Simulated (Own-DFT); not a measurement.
# Computed records: TiO2 (rutile, atoms displaced)

A calculation, not a measurement: plane-wave PBE density functional theory by an unreviewed code, no spin, of a simulated periodic cell, stress positive in tension, free energy of the whole cell less one offset for each atom, oxygen file: force components 24 meV/angstrom off all-electron in one glass; forces on such cells passed a denser k mesh, this cell's mesh not checked; offsets are fitted by least squares, one for each functional and potential file, so energies compare only between cells with the same atoms and settings and are not formation energies; the far tail of each file's local potential was reset to the Coulomb form; each entry is a single point on an unrelaxed cell, so the pressure reflects the starting lattice, mostly measured values (interpolated for alloys), from which strain is counted, and rises with the displacements; printed positions are rounded, which can move forces by about a meV/angstrom; the program, named Own-DFT, is a retired in-house code; no spin-orbit coupling; before rounding, a Quantum ESPRESSO 7.3.1 run of the same cell and cutoff gave forces within 1 meV/angstrom rms on each cell, which checks the program and not the settings. Program: Own-DFT development build.

```json
{"formula": "TiO2", "kind": "rutile, atoms displaced", "structure": {"cell_angstrom": [[9.1874, 0.0, 0.0], [0.0, 9.1874, 0.0], [0.0, 0.0, 8.8761]], "atoms_fractional": [["Ti", 0.99624, 0.00723, 0.99881], ["Ti", 0.24853, 0.25112, 0.16656], ["O", 0.15021, 0.15114, 0.00522], ["O", 0.34188, 0.34692, 0.00687], ["O", 0.41258, 0.09897, 0.1697], ["O", 0.09603, 0.4112, 0.16443], ["Ti", 0.99564, 0.00629, 0.33345], ["Ti", 0.2479, 0.24614, 0.50575], ["O", 0.15113, 0.14337, 0.32241], ["O", 0.35073, 0.35064, 0.32354], ["O", 0.39786, 0.09622, 0.50611], ["O", 0.08703, 0.41117, 0.50895], ["Ti", 0.00455, 0.00316, 0.65813], ["Ti", 0.24587, 0.25776, 0.83483], ["O", 0.15566, 0.15326, 0.66681], ["O", 0.34431, 0.35245, 0.66349], ["O", 0.39683, 0.09965, 0.84579], ["O", 0.0965, 0.40791, 0.835], ["Ti", 0.99161, 0.50478, 0.99793], ["Ti", 0.24475, 0.76334, 0.1706], ["O", 0.15205, 0.66315, 0.0009], ["O", 0.3461, 0.84921, 0.99538], ["O", 0.40173, 0.59658, 0.17063], ["O", 0.0993, 0.90335, 0.17857], ["Ti", 0.99418, 0.50722, 0.33503], ["Ti", 0.24519, 0.74431, 0.50849], ["O", 0.15631, 0.65233, 0.33183], ["O", 0.34619, 0.84637, 0.33198], ["O", 0.41225, 0.59621, 0.50821], ["O", 0.09428, 0.90201, 0.49063], ["Ti", 0.00222, 0.50044, 0.67192], ["Ti", 0.25403, 0.75004, 0.83884], ["O", 0.16108, 0.64511, 0.65655], ["O", 0.35635, 0.83845, 0.67387], ["O", 0.39684, 0.59303, 0.82855], ["O", 0.09328, 0.90507, 0.82558], ["Ti", 0.50027, 0.00589, 0.99725], ["Ti", 0.75089, 0.25251, 0.16425], ["O", 0.64421, 0.1543, 0.0003], ["O", 0.848, 0.34971, 0.00168], ["O", 0.90533, 0.09641, 0.1623], ["O", 0.603, 0.4083, 0.16309], ["Ti", 0.5033, 0.99923, 0.32832], ["Ti", 0.75441, 0.24983, 0.50466], ["O", 0.65024, 0.15343, 0.34413], ["O", 0.83865, 0.34319, 0.33446], ["O", 0.89726, 0.09498, 0.49296], ["O", 0.60798, 0.39606, 0.50888], ["Ti", 0.49942, 0.001, 0.66976], ["Ti", 0.75598, 0.25376, 0.83269], ["O", 0.66148, 0.14437, 0.67761], ["O", 0.85236, 0.34688, 0.68447], ["O", 0.90524, 0.09687, 0.83325], ["O", 0.58639, 0.39812, 0.83966], ["Ti", 0.50452, 0.50124, 0.99658], ["Ti", 0.75215, 0.74893, 0.16285], ["O", 0.64321, 0.64707, 0.00546], ["O", 0.83963, 0.85305, 0.99012], ["O", 0.90351, 0.60293, 0.16477], ["O", 0.59296, 0.90334, 0.16384], ["Ti", 0.49745, 0.49647, 0.34389], ["Ti", 0.75294, 0.74145, 0.49806], ["O", 0.65121, 0.64955, 0.33733], ["O", 0.84471, 0.85717, 0.32459], ["O", 0.90185, 0.60315, 0.49027], ["O", 0.60053, 0.89278, 0.50438], ["Ti", 0.49745, 0.50114, 0.65687], ["Ti", 0.75583, 0.73787, 0.83246], ["O", 0.6544, 0.64511, 0.66349], ["O", 0.83827, 0.84895, 0.66797], ["O", 0.90623, 0.59698, 0.832], ["O", 0.59262, 0.90349, 0.83442]]}, "settings": {"functional": "PBE", "potential_files": "PseudoDojo norm-conserving, scalar-relativistic, standard set", "wave_cutoff [hartree]": 72.0, "occupations": "Fermi-Dirac", "smearing_width [eV]": 0.1, "k_mesh": "3 x 3 x 3 centred on Gamma"}, "results": {"pressure [GPa]": null}}
```

Q: Estimate the pressure of TiO2 (rutile, atoms displaced).
A: 6.85 GPa

Q: Give the table of force values for TiO2 (rutile, atoms displaced).
A: 
Force:
```csv
element,x (eV/Å),y (eV/Å),z (eV/Å)
Ti,0.486,-0.733,-0.625
Ti,0.175,0.234,0.038
O,-0.046,0.155,-0.856
O,-0.155,-0.067,-1.074
O,-1.294,0.682,0.28
O,-0.233,-0.429,0.112
Ti,0.085,-0.878,-0.91
Ti,0.938,-0.267,-1.217
O,0.596,1.482,1.34
O,-0.56,-0.521,1.561
O,-0.416,0.633,-0.19
O,0.87,-1.471,-1.065
Ti,-0.557,-1.482,1.384
Ti,1.338,-0.355,1.482
O,-0.615,0.028,-0.165
O,-0.691,-0.834,-0.2
O,-0.576,0.669,-1.566
O,0.287,-0.29,-0.082
Ti,1.825,-0.254,2.077
Ti,1.118,-0.871,-0.15
O,-1.107,-1.095,-0.335
O,-0.06,0.053,0.192
O,0.287,-0.247,0.524
O,-0.544,0.106,-1.28
Ti,1.359,-0.621,-0.929
Ti,0.852,1.611,-1.803
O,-0.766,-0.714,0.855
O,0.553,0.454,0.749
O,-1.336,0.905,-1.478
O,0.379,-0.309,1.361
Ti,0.497,-0.259,-1.134
Ti,0.374,0.185,0.831
O,-1.341,-0.422,1.163
O,-0.646,0.565,-0.995
O,0.037,0.131,0.103
O,0.275,-0.255,-0.267
Ti,0.387,-0.576,0.046
Ti,-1.532,-0.067,0.428
O,1.375,0.604,0.396
O,0.267,0.191,0.121
O,-0.967,0.821,-0.134
O,0.337,-0.92,0.718
Ti,0.166,-0.759,0.409
Ti,-0.952,-0.727,-0.663
O,0.191,-0.06,-0.309
O,1.385,0.989,0.066
O,0.35,0.55,1.249
O,-0.927,0.543,-0.218
Ti,0.837,-1.074,-0.169
Ti,-1.878,-1.11,0.692
O,-0.281,0.518,-0.578
O,0.394,0.762,-1.588
O,-0.08,0.508,-0.055
O,1.229,-0.627,-0.807
Ti,-1.438,-0.046,1.164
Ti,-0.919,1.185,0.848
O,1.716,1.333,-0.666
O,0.143,-0.81,0.684
O,-0.403,0.085,0.058
O,0.783,-0.755,0.541
Ti,0.126,0.521,-3.878
Ti,-1.405,1.985,-0.039
O,0.408,0.111,-0.634
O,-0.606,-1.145,0.009
O,0.348,-0.364,1.116
O,-0.871,1.119,0.003
Ti,1.1,-0.542,3.461
Ti,-1.415,2.097,-0.814
O,0.352,-0.052,0.556
O,0.827,-0.194,0.317
O,-0.732,0.813,0.014
O,0.296,-0.423,-0.075
```

Further results for TiO2 (rutile, atoms displaced):

- free energy of cell above offsets: -16.745 eV
- stress xx: -7.06 GPa
- stress yy: -6.75 GPa
- stress zz: -6.74 GPa
- stress yz: 0.06 GPa
- stress xz: 0.4 GPa
- stress xy: 0.27 GPa
